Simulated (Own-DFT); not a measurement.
# How strain changes the stress of 2H SiC, 72 atoms (C36Si36)

Calculated results; nothing here was measured. They come from Own-DFT, an in-house plane-wave density functional program, since retired, whose code no person has reviewed. Each row is one single-point run on a periodic cell that was not relaxed, without spin or spin-orbit coupling.

Settings of every run: PBE; PseudoDojo norm-conserving scalar-relativistic files; cutoff 42 hartree; 4 x 4 x 3 k mesh centred on Gamma; Fermi-Dirac smearing of 0.1 eV.

Known limits: forces on such cells passed a denser k mesh, each cell not checked; stress not checked against mesh or cutoff.

Unstrained cell vectors in Å: (9.248, 0.000, 0.000); (-4.624, 8.009, 0.000); (0.000, 0.000, 10.068). The unstrained cell has measured lattice constants (interpolated for alloys), not those of this functional. That, the random moves and any unrelaxed bonds set the pressure at no strain. Each run strains this cell uniformly, with the atoms carried along. Every atom was also moved at random, by a Gaussian of width 0.05 Å on each axis. Strain is the symmetric tensor, in per cent. Stress is positive in tension, and the pressure is minus a third of its trace.

```
run,e_xx (%),e_yy (%),e_zz (%),e_yz (%),e_xz (%),e_xy (%),s_xx (GPa),s_yy (GPa),s_zz (GPa),s_yz (GPa),s_xz (GPa),s_xy (GPa),P (GPa),E (meV/atom)
1,0.30,-1.82,-0.63,-0.69,-1.10,-0.40,-6.52,-12.11,-13.60,-1.98,-5.74,-1.81,10.74,36.8
2,-1.32,0.74,0.75,-0.68,-0.13,-0.55,-12.04,-1.75,-1.79,-2.08,-0.33,-4.10,5.20,14.1
3,0.63,1.04,1.45,0.99,-0.84,-1.63,1.14,2.27,1.31,2.78,-1.92,-6.93,-1.57,0.0
4,0.57,1.24,1.26,-1.25,-1.40,1.92,-0.46,1.72,0.72,-3.47,-4.51,9.37,-0.66,19.4
5,0.24,-1.43,-0.27,-1.96,1.03,-1.70,-4.89,-13.41,-9.14,-7.05,2.85,-8.99,9.14,34.7
6,-1.60,0.44,-1.67,1.62,-0.16,0.24,-14.29,-3.63,-17.13,5.08,0.30,1.59,11.68,15.1
7,0.40,-1.75,1.90,-1.07,-0.95,1.89,-4.28,-11.81,2.86,-3.20,-3.10,9.13,4.41,17.3
8,-0.65,-1.65,1.17,-1.75,1.86,0.96,-9.43,-13.56,-1.55,-5.58,5.98,4.10,8.18,32.4
9,-1.56,-1.46,1.60,-1.17,0.03,0.52,-13.56,-13.50,1.50,-3.43,-0.63,3.34,8.52,7.3
10,-1.95,-0.35,-1.31,-0.12,1.12,-1.71,-20.37,-11.56,-13.96,0.03,4.32,-11.28,15.30,64.9
11,0.67,-1.24,1.87,-0.94,-0.49,-1.11,-1.66,-9.73,2.51,-2.70,-1.88,-5.44,2.96,16.5
12,1.60,0.17,0.98,-1.56,-0.50,0.71,4.66,-1.06,-1.49,-4.47,-1.44,2.43,-0.70,4.1
13,1.93,-1.15,1.94,1.86,-0.44,1.30,4.42,-7.55,4.25,5.50,-1.63,6.10,-0.37,7.8
14,-0.83,-1.96,0.36,-1.43,-0.77,-1.92,-12.24,-16.23,-7.48,-3.56,-2.28,-11.37,11.98,53.4
15,0.78,-1.65,1.82,0.39,-1.23,-0.12,-1.62,-9.87,1.49,2.50,-3.92,0.61,3.33,18.3
16,0.48,-0.07,0.06,-1.41,-0.38,-0.29,-1.07,-7.23,-6.69,-4.82,-1.50,-1.64,4.99,31.9
17,0.42,-1.97,0.26,0.81,0.96,-0.84,?,?,?,?,?,?,?,?
```

E is the free energy for each atom above the lowest run shown.

## Worked fit

Each stress component was fitted by least squares to a constant and the strains of the runs shown, as fractions, with shears doubled. Shear strains stay in the fit of a normal stress only where such slopes are resolved. The slopes, in GPa:

| stress | at no strain | per e_xx | per e_yy | per e_zz | scatter |
|---|---|---|---|---|---|
| s_xx | -5.4 | 568 ± 31 | 114 ± 27 | 76 ± 31 | 1.16 |
| s_yy | -5.0 | 123 ± 37 | 496 ± 33 | 55 ± 38 | 1.41 |
| s_zz | -7.3 | -14 ± 21 | 78 ± 18 | 593 ± 21 | 0.78 |

Each shear stress against twice its own strain: yz 156 ± 6, xz 173 ± 11, xy 251 ± 13 GPa. These are stiffnesses along x, y and z of the frame in which the cell vectors are given, which need not be the crystal's axes. The atoms are held to the strained lattice; where symmetry lets them move under strain, relaxing them would lower some slopes. The table should be nearly symmetric about its diagonal, and what it lacks of that shows the noise. A ninth of its sum, 232 ± 6 GPa, estimates the bulk modulus near the mean pressure of these runs, 5.8 GPa, so it lies above the value at zero pressure.

## Withheld run

Question: what normal stresses and pressure should run 17 give?

The fit gives s_xx = -5.1, s_yy = -14.2, s_zz = -7.3 and P = 8.9 GPa. The calculation gave -4.22, -15.80, -6.68 and P = 8.90 GPa.
